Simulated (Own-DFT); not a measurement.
# How strain changes the stress of wurtzite AlN, 128 atoms (Al64N64)

Calculated results; nothing here was measured. The program, named Own-DFT, is a retired in-house plane-wave density functional code that no person has reviewed. Each row is one single-point run on a periodic cell that was not relaxed, without spin or spin-orbit coupling.

Settings of every run: PBE; PseudoDojo norm-conserving scalar-relativistic files; cutoff 42 hartree; 3 x 3 x 3 k mesh centred on Gamma; Gaussian smearing of 0.01 eV.

Known limits: k mesh not checked against a denser one; stress not checked against mesh or cutoff.

Unstrained cell vectors in Å: (12.448, 0.000, 0.000); (-6.224, 10.780, 0.000); (0.000, 0.000, 9.964). The unstrained cell has measured lattice constants (interpolated for alloys), not those of this functional. That, the random moves and any unrelaxed bonds set the pressure at no strain. Each run strains this cell uniformly, with the atoms carried along. Every atom was also moved at random, by a Gaussian of width 0.05 Å on each axis. Strain is the symmetric tensor, in per cent. Stress is positive in tension, and the pressure is minus a third of its trace.

| run | e_xx (%) | e_yy (%) | e_zz (%) | e_yz (%) | e_xz (%) | e_xy (%) | s_xx (GPa) | s_yy (GPa) | s_zz (GPa) | s_yz (GPa) | s_xz (GPa) | s_xy (GPa) | P (GPa) | E (meV/atom) |
|---|---|---|---|---|---|---|---|---|---|---|---|---|---|---|
| 1 | 1.98 | 1.19 | -0.64 | 0.37 | -1.37 | 0.97 | 4.04 | 1.44 | -6.61 | 0.60 | -3.39 | 3.79 | 0.37 | 0.0 |
| 2 | 1.33 | -1.48 | 1.94 | -1.60 | 1.55 | -0.17 | -0.95 | -10.29 | 2.98 | -3.17 | 3.75 | -0.59 | 2.75 | 17.7 |
| 3 | 1.62 | 1.76 | -1.23 | 0.74 | -0.12 | 1.82 | 2.23 | 2.00 | -8.39 | 1.79 | -0.21 | 5.83 | 1.39 | 10.0 |
| 4 | -1.44 | 1.96 | -0.87 | 1.08 | 0.13 | -0.85 | -12.81 | 1.57 | -9.28 | 2.02 | 0.53 | -3.42 | 6.84 | 25.9 |
| 5 | -1.57 | -0.96 | 0.60 | -0.59 | 1.95 | 1.35 | -13.42 | -11.73 | -5.40 | -1.63 | 4.60 | 5.59 | 10.18 | 18.8 |
| 6 | -1.93 | -1.09 | 1.30 | -0.36 | 0.89 | -1.37 | -16.71 | -12.89 | -1.09 | 0.17 | 1.18 | -5.00 | 10.23 | 28.4 |
| 7 | -0.84 | 1.81 | -1.80 | 1.46 | 0.76 | -0.95 | -8.21 | 0.09 | -14.06 | 3.63 | 1.86 | -3.95 | 7.39 | 11.2 |
| 8 | -1.74 | 0.27 | -1.38 | 0.99 | -1.60 | -1.02 | -18.38 | -8.28 | -11.27 | 2.87 | -4.91 | -2.98 | 12.64 | 41.9 |
| 9 | 0.31 | -0.90 | -0.05 | -0.75 | -1.39 | -0.02 | -5.82 | -9.41 | -5.63 | -2.58 | -3.63 | -0.81 | 6.95 | 5.1 |
| 10 | -0.53 | 1.46 | 1.43 | 0.81 | -1.52 | 1.76 | -5.36 | -0.20 | 0.73 | 2.02 | -4.08 | 6.50 | 1.61 | 18.7 |
| 11 | -1.33 | 0.89 | -0.85 | 0.10 | 1.41 | -1.12 | -12.05 | -4.62 | -8.43 | 0.40 | 3.69 | -3.18 | 8.37 | 14.0 |
| 12 | 0.09 | 0.24 | -0.88 | -0.65 | -0.92 | -0.91 | -5.74 | -5.31 | -9.05 | -1.47 | -2.51 | -3.48 | 6.70 | 2.0 |
| 13 | -1.56 | -1.99 | -0.47 | 0.67 | 0.89 | -1.91 | -16.91 | -19.53 | -10.74 | 1.86 | 3.08 | -7.28 | 15.73 | 49.6 |
| 14 | -0.75 | -0.74 | 0.21 | 0.26 | -1.56 | 1.17 | -9.98 | -9.24 | -7.30 | 0.05 | -2.62 | 4.05 | 8.84 | 19.6 |
| 15 | -1.98 | -0.49 | -1.78 | 0.04 | -1.65 | 0.86 | -17.86 | -12.13 | -15.93 | -0.17 | -5.27 | 2.61 | 15.31 | 25.2 |
| 16 | 0.61 | -1.83 | 1.04 | 0.00 | 1.43 | 1.29 | ? | ? | ? | ? | ? | ? | ? | ? |

E is the free energy for each atom above the lowest run shown.

## Worked fit

Each stress component was fitted by least squares to a constant and the strains of the runs shown, as fractions, with shears doubled. Shear strains stay in the fit of a normal stress only where such slopes are resolved. The slopes, in GPa:

| stress | at no strain | per e_xx | per e_yy | per e_zz | scatter |
|---|---|---|---|---|---|
| s_xx | -6.4 | 487 ± 25 | 127 ± 29 | 87 ± 31 | 1.19 |
| s_yy | -6.3 | 119 ± 19 | 469 ± 22 | 68 ± 24 | 0.91 |
| s_zz | -5.7 | 69 ± 21 | 69 ± 24 | 441 ± 26 | 0.99 |

Each shear stress against twice its own strain: yz 125 ± 14, xz 131 ± 8, xy 182 ± 8 GPa. These are stiffnesses along x, y and z of the frame in which the cell vectors are given, which need not be the crystal's axes. The atoms are held to the strained lattice; where symmetry lets them move under strain, relaxing them would lower some slopes. The table should be nearly symmetric about its diagonal, and what it lacks of that shows the noise. A ninth of its sum, 215 ± 6 GPa, estimates the bulk modulus near the mean pressure of these runs, 7.7 GPa, so it lies above the value at zero pressure.

## Withheld run

Question: what normal stresses and pressure should run 16 give?

The fit gives s_xx = -4.8, s_yy = -13.4, s_zz = -1.9 and P = 6.7 GPa. The calculation gave -3.40, -13.99, -2.73 and P = 6.71 GPa.
